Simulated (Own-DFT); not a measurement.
## Calculated data, AlN (wurtzite, atoms displaced)

Computed with Own-DFT development build. A calculation, not a measurement: plane-wave PBE density functional theory by an unreviewed code, no spin, of a simulated periodic cell, stress positive in tension, free energy of the whole cell less one offset for each atom, forces on such cells passed a denser k mesh, this cell's mesh not checked; offsets are fitted by least squares, one for each functional and potential file, so energies compare only between cells with the same atoms and settings and are not formation energies; the far tail of each file's local potential was reset to the Coulomb form; each entry is a single point on an unrelaxed cell, so the pressure reflects the starting lattice, mostly measured values (interpolated for alloys), from which strain is counted, and rises with the displacements; printed positions are rounded, which can move forces by about a meV/angstrom; the program, named Own-DFT, is a retired in-house code; no spin-orbit coupling.

Settings shared by all entries: functional PBE; potential files PseudoDojo norm-conserving, scalar-relativistic, standard set; wave cutoff 42 hartree; occupations Fermi-Dirac; smearing width 0.1 eV; hardware one NVIDIA H100; k mesh 2 x 2 x 2 centred on Gamma.

(1) AlN (wurtzite, atoms displaced)

```
CELL_PARAMETERS angstrom
12.44800 0.00000 0.00000
-6.22400 10.78030 0.00000
0.00000 0.00000 9.96400
ATOMIC_POSITIONS crystal
Al 0.08122 0.16492 0.00162
Al 0.16640 0.08355 0.25104
N 0.08016 0.16603 0.19380
N 0.16641 0.08410 0.43882
Al 0.08430 0.16796 0.50357
Al 0.16801 0.08857 0.74889
N 0.08371 0.16795 0.69190
N 0.16689 0.08465 0.94203
Al 0.08295 0.41635 0.00120
Al 0.16820 0.33491 0.24604
N 0.08684 0.41944 0.19235
N 0.16652 0.33404 0.44423
Al 0.08720 0.41869 0.49981
Al 0.16915 0.33469 0.75101
N 0.08549 0.41972 0.68861
N 0.16834 0.33505 0.94001
Al 0.08719 0.66891 0.00321
Al 0.16545 0.58459 0.24673
N 0.08384 0.66913 0.19127
N 0.16265 0.58133 0.44056
Al 0.08678 0.67059 0.50204
Al 0.17120 0.58571 0.75065
N 0.08563 0.66907 0.68633
N 0.16468 0.57875 0.94064
Al 0.08259 0.91708 0.99896
Al 0.16694 0.83506 0.24858
N 0.08464 0.91768 0.18917
N 0.16798 0.83427 0.44287
Al 0.08225 0.91541 0.50184
Al 0.16385 0.83075 0.75062
N 0.08368 0.91788 0.69225
N 0.16610 0.83318 0.94272
Al 0.33017 0.16449 0.99756
Al 0.41539 0.08388 0.24958
N 0.33439 0.17154 0.19068
N 0.41544 0.08362 0.44059
Al 0.33254 0.16737 0.50178
Al 0.41579 0.08100 0.74844
N 0.33353 0.16798 0.69229
N 0.42102 0.08216 0.93786
Al 0.33519 0.42017 0.99854
Al 0.41027 0.32565 0.25338
N 0.33404 0.41826 0.18943
N 0.41782 0.33292 0.44175
Al 0.33325 0.41811 0.50264
Al 0.41495 0.33197 0.74684
N 0.33197 0.41856 0.69349
N 0.41896 0.33447 0.94097
Al 0.33557 0.66856 0.00059
Al 0.41697 0.58330 0.24684
N 0.33358 0.66794 0.19103
N 0.41482 0.58523 0.43906
Al 0.33161 0.66440 0.49902
Al 0.41743 0.58496 0.75072
N 0.33523 0.66830 0.69021
N 0.41654 0.58418 0.94057
Al 0.33616 0.92023 0.00120
Al 0.41586 0.83228 0.25583
N 0.33289 0.91574 0.18807
N 0.41922 0.83545 0.43800
Al 0.32852 0.91369 0.49794
Al 0.41554 0.83179 0.75114
N 0.33626 0.92071 0.69232
N 0.41851 0.83299 0.93936
Al 0.58425 0.16935 0.99797
Al 0.66780 0.08561 0.25016
N 0.58316 0.16545 0.19036
N 0.66883 0.08819 0.44342
Al 0.58115 0.16484 0.49962
Al 0.66721 0.08478 0.74841
N 0.58194 0.16469 0.69229
N 0.66808 0.08300 0.94015
Al 0.58070 0.41458 0.00015
Al 0.66926 0.33382 0.24834
N 0.58327 0.41460 0.18913
N 0.66770 0.33402 0.43895
Al 0.58178 0.41714 0.50167
Al 0.66717 0.33432 0.75037
N 0.58601 0.41931 0.69272
N 0.66632 0.33290 0.94143
Al 0.58322 0.66805 0.99699
Al 0.67147 0.58442 0.25434
N 0.58326 0.66514 0.19041
N 0.66355 0.58031 0.44143
Al 0.58530 0.67082 0.50317
Al 0.66453 0.58301 0.74770
N 0.58270 0.66864 0.69297
N 0.66455 0.58340 0.94199
Al 0.58823 0.91848 0.99904
Al 0.66724 0.83343 0.24668
N 0.58154 0.91442 0.19200
N 0.66614 0.83288 0.44055
Al 0.58353 0.91689 0.50057
Al 0.66655 0.83399 0.74967
N 0.58497 0.92030 0.69025
N 0.66653 0.83474 0.94377
Al 0.83444 0.16772 0.00143
Al 0.91820 0.08532 0.24945
N 0.83392 0.16653 0.18950
N 0.91449 0.08402 0.43852
Al 0.83014 0.16583 0.49995
Al 0.91800 0.08487 0.75188
N 0.83377 0.16544 0.69111
N 0.91846 0.08303 0.94246
Al 0.83267 0.41585 0.00127
Al 0.91627 0.32980 0.25036
N 0.83342 0.41515 0.19049
N 0.91872 0.33696 0.43911
Al 0.83227 0.41857 0.50028
Al 0.91789 0.33532 0.74842
N 0.83138 0.41677 0.69134
N 0.91594 0.33248 0.94084
Al 0.83369 0.66948 0.00174
Al 0.91992 0.58320 0.24854
N 0.83305 0.66948 0.19173
N 0.91595 0.58317 0.44114
Al 0.83728 0.66902 0.49761
Al 0.91511 0.58294 0.75182
N 0.83150 0.66677 0.68890
N 0.91522 0.58289 0.93577
Al 0.83229 0.91844 0.99815
Al 0.91836 0.83366 0.24903
N 0.83203 0.91574 0.18850
N 0.91410 0.83472 0.44002
Al 0.83233 0.91567 0.49885
Al 0.91927 0.83562 0.75151
N 0.83099 0.91692 0.69221
N 0.91742 0.83219 0.94223
```

```
free energy of cell above offsets : -62.120 eV
pressure                          : 3.83 GPa
stress xx                         : -3.3 GPa
stress yy                         : -4.21 GPa
stress zz                         : -4 GPa
stress yz                         : -0.06 GPa
stress xz                         : 0.09 GPa
stress xy                         : -0.33 GPa
wall time                         : 385 s
```

Force:
```
element  x (eV/Å)  y (eV/Å)  z (eV/Å)
     Al     0.386     0.776     0.089
     Al    -0.163     0.135    -0.331
      N     0.929     0.406    -0.597
      N     0.046    -0.254      0.75
     Al    -0.625    -0.186    -0.872
     Al     0.276    -0.919     0.413
      N    -0.016     0.085     0.072
      N    -0.259    -0.349    -0.372
     Al      0.05    -0.345    -0.115
     Al     0.006    -0.057     0.871
      N    -0.632    -0.565    -0.405
      N     0.596    -0.185      -0.7
     Al     -0.98    -0.419    -0.082
     Al    -0.974     0.112    -0.025
      N     0.143    -0.272     0.547
      N    -0.144     -0.54     0.404
     Al     -0.61    -0.659     -0.91
     Al     0.573    -0.007     0.718
      N     0.151     -0.08    -0.048
      N      0.54     1.014    -0.339
     Al    -0.412     -1.15    -0.701
     Al    -0.782    -0.373    -0.187
      N    -0.126    -0.506     1.199
      N     0.082     1.268     0.187
     Al     0.242    -0.021     0.018
     Al      0.22     0.076      0.15
      N    -0.126     0.104     0.292
      N     -0.88    -0.129    -0.813
     Al    -0.265     0.455    -0.228
     Al     0.549     0.814     0.164
      N     0.112     0.337    -0.092
      N     0.281     0.281    -0.242
     Al     1.021     0.781     0.135
     Al     0.347      0.04    -0.094
      N     -0.06    -2.243    -0.544
      N    -0.232    -0.312    -0.001
     Al     0.207     -0.23    -0.233
     Al     0.112     0.791     0.265
      N     0.019    -0.354    -0.265
      N    -1.377     0.444     0.433
     Al     0.347    -0.684     0.159
     Al      0.71     2.817    -0.395
      N     0.169    -0.576     0.133
      N    -0.812    -0.033     0.466
     Al     0.101     0.136    -0.527
     Al     0.432     0.863     0.823
      N     0.819    -0.037    -0.382
      N    -0.905    -0.624    -0.545
     Al    -0.345    -0.155     0.042
     Al     0.158      0.22      0.43
      N    -0.203    -0.158    -0.043
      N     0.794    -0.358     0.363
     Al    -0.313     0.523    -0.208
     Al    -0.105    -0.041     0.056
      N    -0.036    -0.138     -0.15
      N    -0.022     0.268    -0.134
     Al     0.328    -0.833    -0.597
     Al     0.219     0.282    -1.565
      N    -0.128       0.3     0.833
      N     -0.72    -0.464     1.335
     Al     1.345     1.024     0.691
     Al     0.217     0.931    -0.238
      N    -0.541    -1.587    -0.604
      N    -0.244     0.234     0.321
     Al       0.6    -0.606     0.296
     Al    -0.044    -0.734     0.031
      N    -0.228     0.186     -0.08
      N    -0.333    -1.122    -0.635
     Al    -0.029      0.73     0.175
     Al     0.164    -0.044     0.384
      N    -0.169     0.703    -0.381
      N    -0.057     0.429     0.079
     Al     0.448     0.661     0.221
     Al    -0.783    -0.204     0.189
      N     -0.26      0.14      0.67
      N     -0.45    -0.222     0.413
     Al     0.836    -0.225    -0.272
     Al    -0.113    -0.418     0.071
      N    -0.666    -0.769    -0.402
      N     0.055     0.329    -0.211
     Al     0.282    -0.309     0.793
     Al    -1.328    -0.822    -0.831
      N     0.173      0.22    -0.084
      N      0.28     1.031     0.513
     Al    -0.211    -0.903    -0.725
     Al     0.438     0.476     0.712
      N     0.069    -0.187     -0.19
      N     0.441      0.09    -0.453
     Al    -1.269     -0.03     0.496
     Al    -0.207    -0.417     0.348
      N     0.064     0.694    -0.061
      N     0.005     0.364    -0.102
     Al     0.113     0.434    -0.161
     Al     -0.32     0.387      0.31
      N     -0.07     -0.85     0.069
      N     0.477    -0.245    -0.885
     Al    -0.174    -0.238    -0.523
     Al    -0.542    -0.886     0.247
      N    -0.069    -0.094     0.168
      N     0.521    -0.083      0.58
     Al     0.883     0.914      0.14
     Al    -0.338      -0.3    -0.231
      N    -0.051      0.59     0.009
      N    -0.451     0.245    -0.269
     Al    -0.027     0.238    -0.456
     Al     0.045     0.893     0.136
      N     0.484     0.437    -0.072
      N    -0.029    -0.576     0.499
     Al     0.447    -0.389    -0.098
     Al     0.045    -0.204    -0.021
      N     0.469      0.08    -0.115
      N     0.192      0.22    -0.027
     Al    -0.137    -0.981    -0.394
     Al    -0.946    -0.187     0.357
      N     1.165    -0.429     0.025
      N     0.517     0.639    -0.349
     Al    -0.931    -0.595     0.368
     Al     0.102     0.252    -0.954
      N     0.372     0.416     0.142
      N     0.406     0.332     1.631
     Al     0.581    -0.535     0.341
     Al     -0.61     0.446    -0.069
      N     0.481     0.474     0.211
      N     1.051    -0.057    -0.082
     Al    -0.479     0.664     0.251
     Al    -0.723    -0.611    -0.193
      N      0.82     0.188    -0.078
      N    -0.472     0.695     -0.25
```

(2) AlN (wurtzite, atoms displaced)

```
CELL_PARAMETERS angstrom
12.44800 0.00000 0.00000
-6.22400 10.78030 0.00000
0.00000 0.00000 9.96400
ATOMIC_POSITIONS crystal
Al 0.08320 0.16715 0.00170
Al 0.16424 0.08114 0.24926
N 0.08198 0.16756 0.19265
N 0.16795 0.08446 0.44386
Al 0.08215 0.16878 0.50124
Al 0.16602 0.08176 0.75191
N 0.08234 0.16729 0.68808
N 0.16506 0.08344 0.94312
Al 0.08238 0.41377 0.00113
Al 0.16735 0.33724 0.25142
N 0.08284 0.41554 0.19301
N 0.16418 0.33150 0.44193
Al 0.08404 0.41486 0.49694
Al 0.16349 0.33221 0.74860
N 0.08442 0.41650 0.69252
N 0.16832 0.33430 0.94473
Al 0.08207 0.66836 0.99894
Al 0.16600 0.57941 0.25030
N 0.08848 0.66906 0.19295
N 0.16741 0.58477 0.43920
Al 0.08583 0.66808 0.50144
Al 0.16710 0.58304 0.75171
N 0.08329 0.66647 0.69206
N 0.16922 0.58317 0.94201
Al 0.08708 0.91739 0.99824
Al 0.16856 0.83425 0.24856
N 0.07974 0.91510 0.19033
N 0.16523 0.83174 0.43924
Al 0.08383 0.91558 0.49667
Al 0.16730 0.83688 0.74816
N 0.08027 0.91337 0.69047
N 0.16685 0.83495 0.93885
Al 0.33894 0.16874 0.99963
Al 0.41562 0.08243 0.24954
N 0.33397 0.16816 0.19131
N 0.41542 0.08166 0.44152
Al 0.33172 0.16503 0.50087
Al 0.41678 0.08400 0.75052
N 0.33192 0.16615 0.68695
N 0.41760 0.08413 0.94074
Al 0.32974 0.41402 0.99635
Al 0.41717 0.33424 0.25336
N 0.33328 0.41963 0.18933
N 0.41550 0.33030 0.43939
Al 0.33141 0.41432 0.50235
Al 0.41662 0.33441 0.74851
N 0.33338 0.41428 0.68938
N 0.41509 0.33097 0.94117
Al 0.33482 0.66716 0.99916
Al 0.41732 0.58228 0.24702
N 0.33473 0.66614 0.19131
N 0.41573 0.57865 0.44059
Al 0.33593 0.66931 0.50234
Al 0.41735 0.58402 0.74977
N 0.33549 0.66961 0.69016
N 0.41649 0.58241 0.94215
Al 0.33188 0.91519 0.99487
Al 0.41828 0.83577 0.24998
N 0.33293 0.91806 0.19269
N 0.41942 0.83453 0.44097
Al 0.33335 0.91509 0.50078
Al 0.41911 0.83325 0.74601
N 0.33763 0.91867 0.69216
N 0.41839 0.83295 0.94239
Al 0.58306 0.16526 0.00131
Al 0.66691 0.08091 0.25196
N 0.58238 0.16667 0.18721
N 0.66726 0.08419 0.43801
Al 0.58280 0.16484 0.50080
Al 0.66660 0.08323 0.75099
N 0.58519 0.16800 0.69113
N 0.66784 0.08458 0.93809
Al 0.58473 0.41926 0.99901
Al 0.66676 0.33248 0.25384
N 0.58372 0.41526 0.18991
N 0.66465 0.33339 0.44204
Al 0.58478 0.41860 0.50183
Al 0.66488 0.33515 0.74986
N 0.58678 0.42111 0.69033
N 0.66594 0.32875 0.94250
Al 0.58117 0.66560 0.00050
Al 0.67044 0.58564 0.24866
N 0.58231 0.66737 0.19458
N 0.66664 0.58287 0.44265
Al 0.58232 0.66560 0.49868
Al 0.66957 0.58776 0.74903
N 0.58288 0.66562 0.69114
N 0.66520 0.58223 0.93879
Al 0.58219 0.91506 0.00148
Al 0.67025 0.83220 0.24716
N 0.58393 0.91553 0.19272
N 0.67007 0.83464 0.44092
Al 0.58803 0.91860 0.49954
Al 0.66733 0.83433 0.74846
N 0.58247 0.91414 0.69047
N 0.66726 0.83218 0.94173
Al 0.83123 0.16564 0.99793
Al 0.91733 0.08139 0.25342
N 0.83169 0.16369 0.18862
N 0.91924 0.08592 0.43993
Al 0.83420 0.16815 0.49992
Al 0.91718 0.08522 0.74940
N 0.83414 0.16744 0.69353
N 0.91357 0.08221 0.93936
Al 0.83601 0.41902 0.00124
Al 0.92119 0.33325 0.24778
N 0.83443 0.41696 0.19211
N 0.91954 0.33482 0.43916
Al 0.83615 0.41893 0.50723
Al 0.91703 0.33546 0.74703
N 0.83216 0.41655 0.69050
N 0.91684 0.33444 0.94279
Al 0.83441 0.66826 0.00081
Al 0.91655 0.58315 0.24872
N 0.83461 0.66572 0.19345
N 0.91936 0.58344 0.44048
Al 0.83096 0.66427 0.49817
Al 0.91897 0.58436 0.75004
N 0.83623 0.66786 0.68939
N 0.91691 0.58292 0.93727
Al 0.83324 0.91751 0.00212
Al 0.91450 0.83200 0.25197
N 0.83410 0.91656 0.19584
N 0.91564 0.83321 0.44145
Al 0.83623 0.91586 0.50478
Al 0.91712 0.83617 0.74908
N 0.83204 0.91599 0.69144
N 0.91615 0.83346 0.93942
```

```
free energy of cell above offsets : -62.396 eV
pressure                          : 3.74 GPa
stress xx                         : -3.77 GPa
stress yy                         : -3.71 GPa
stress zz                         : -3.73 GPa
stress yz                         : 0.13 GPa
stress xz                         : 0.04 GPa
stress xy                         : -0.07 GPa
wall time                         : 371.3 s
```

Force:
```
element  x (eV/Å)  y (eV/Å)  z (eV/Å)
     Al    -0.309    -0.243       0.1
     Al     0.237     0.648     0.209
      N     0.307     0.088    -0.084
      N    -0.648    -0.429    -0.562
     Al     0.718    -0.605    -0.432
     Al    -0.254     0.272    -0.403
      N     0.256    -0.265     0.817
      N     0.666     0.199    -0.344
     Al    -0.127     0.664    -0.097
     Al     0.763    -0.847    -0.125
      N     0.271     0.238    -0.583
      N     0.525     0.484    -0.197
     Al    -0.343     0.862     0.573
     Al     0.793     0.052     0.497
      N    -0.384     0.256    -0.551
      N    -0.797    -0.714     -1.04
     Al     0.879    -0.349       0.3
     Al     0.145     1.181    -0.118
      N    -0.798    -0.577    -0.753
      N     0.467    -0.328     0.607
     Al    -0.277    -0.415    -0.316
     Al     0.084     0.227    -0.087
      N     0.494     0.364    -0.004
      N    -0.685    -0.073    -0.004
     Al    -1.219     0.019     0.403
     Al    -0.412    -0.092     0.223
      N     0.559    -0.054     0.001
      N     0.426     0.407     0.348
     Al    -0.285     0.217     0.343
     Al     0.516    -0.676    -0.059
      N      0.27     0.929    -0.246
      N      0.24    -0.331    -0.106
     Al    -1.014    -0.415     0.495
     Al     0.045     0.545     0.175
      N     -0.18     -0.36    -0.079
      N     0.167     0.004    -0.026
     Al     0.397     0.125    -0.567
     Al     0.219     0.384    -0.279
      N     0.209     0.019     1.109
      N     0.023      -0.5    -0.236
     Al      1.01     0.536     0.807
     Al    -0.134     0.031    -0.826
      N     0.295    -0.845    -0.014
      N    -0.061     0.585     0.832
     Al     0.333    -0.055    -0.678
     Al     0.507    -0.303     0.193
      N    -0.745     0.469     0.626
      N     0.147     0.766    -0.513
     Al    -0.106    -0.154     0.533
     Al    -0.446      0.25     0.709
      N    -0.284      0.23    -0.079
      N    -0.382     0.656     0.115
     Al     0.104    -0.664    -0.938
     Al     0.013    -0.295     0.025
      N    -0.089    -0.773     0.282
      N    -0.075    -0.103    -0.508
     Al     0.506     0.343      0.82
     Al    -0.091    -0.689    -0.011
      N      0.34    -0.237    -0.864
      N     -0.03     0.067     0.176
     Al    -0.044     0.272    -0.274
     Al    -0.349     0.192     0.901
      N    -0.697    -0.401    -0.082
      N    -0.424     0.079    -0.629
     Al     0.204      0.08     -0.32
     Al    -0.388     0.551     -0.86
      N     0.395    -0.346     1.109
      N     0.231     0.035      0.84
     Al    -0.341     0.361     -0.14
     Al    -0.052    -0.013    -0.235
      N     -0.28    -0.193    -0.053
      N    -0.322    -0.795     0.491
     Al      0.21    -1.017     0.167
     Al     0.059    -0.004    -0.654
      N    -0.151     0.644      0.23
      N     0.773    -0.012     0.419
     Al    -0.349    -0.566    -0.407
     Al     0.517    -0.361     0.414
      N     -0.54    -0.409     0.296
      N    -0.274     1.253     -0.42
     Al     0.387     0.056     0.088
     Al    -0.755    -0.964     0.367
      N     0.933    -0.233    -0.779
      N    -0.112     0.148    -0.604
     Al    -0.011     0.202     0.031
     Al      0.23    -0.319    -0.013
      N     -0.11     0.461    -0.185
      N     0.281     0.663     0.466
     Al     0.394     0.531    -0.092
     Al    -1.024     0.266     0.879
      N     0.173     0.024     -0.28
      N     -0.03    -0.252     0.032
     Al    -0.301    -0.336    -0.193
     Al    -0.032    -0.495     0.432
      N     0.333     0.844    -0.174
      N    -0.256     0.094     -0.01
     Al     0.158     0.271     0.265
     Al    -0.473     0.546     -0.51
      N     0.342     0.306     0.366
      N    -0.431    -0.665     0.757
     Al     0.078    -0.026    -0.046
     Al     0.042    -0.389      0.16
      N    -0.265     0.068    -0.672
      N     0.647     0.283     0.185
     Al    -0.532     -0.73     0.022
     Al    -1.442    -0.608      0.25
      N     0.154    -0.069    -0.118
      N    -0.479     -0.23     0.402
     Al    -0.303    -0.348     -1.82
     Al      0.07    -0.284     0.807
      N     0.177     0.246     0.744
      N     0.253    -0.122    -0.488
     Al     -0.16    -0.256    -0.374
     Al     0.939    -0.091     0.558
      N    -0.212     0.397    -0.638
      N    -0.458     0.062     0.181
     Al     0.759     0.367     0.313
     Al     -0.51    -0.024    -0.392
      N    -0.332     0.074     0.136
      N    -0.212     0.355     0.786
     Al     0.233     -0.11    -0.107
     Al     0.453     0.167    -0.025
      N     0.233    -0.052    -0.969
      N     0.423    -0.248     0.005
     Al     -0.65     0.445    -0.872
     Al     0.053    -0.832      0.21
      N     0.181     0.536      0.16
      N     0.229     0.196     0.381
```
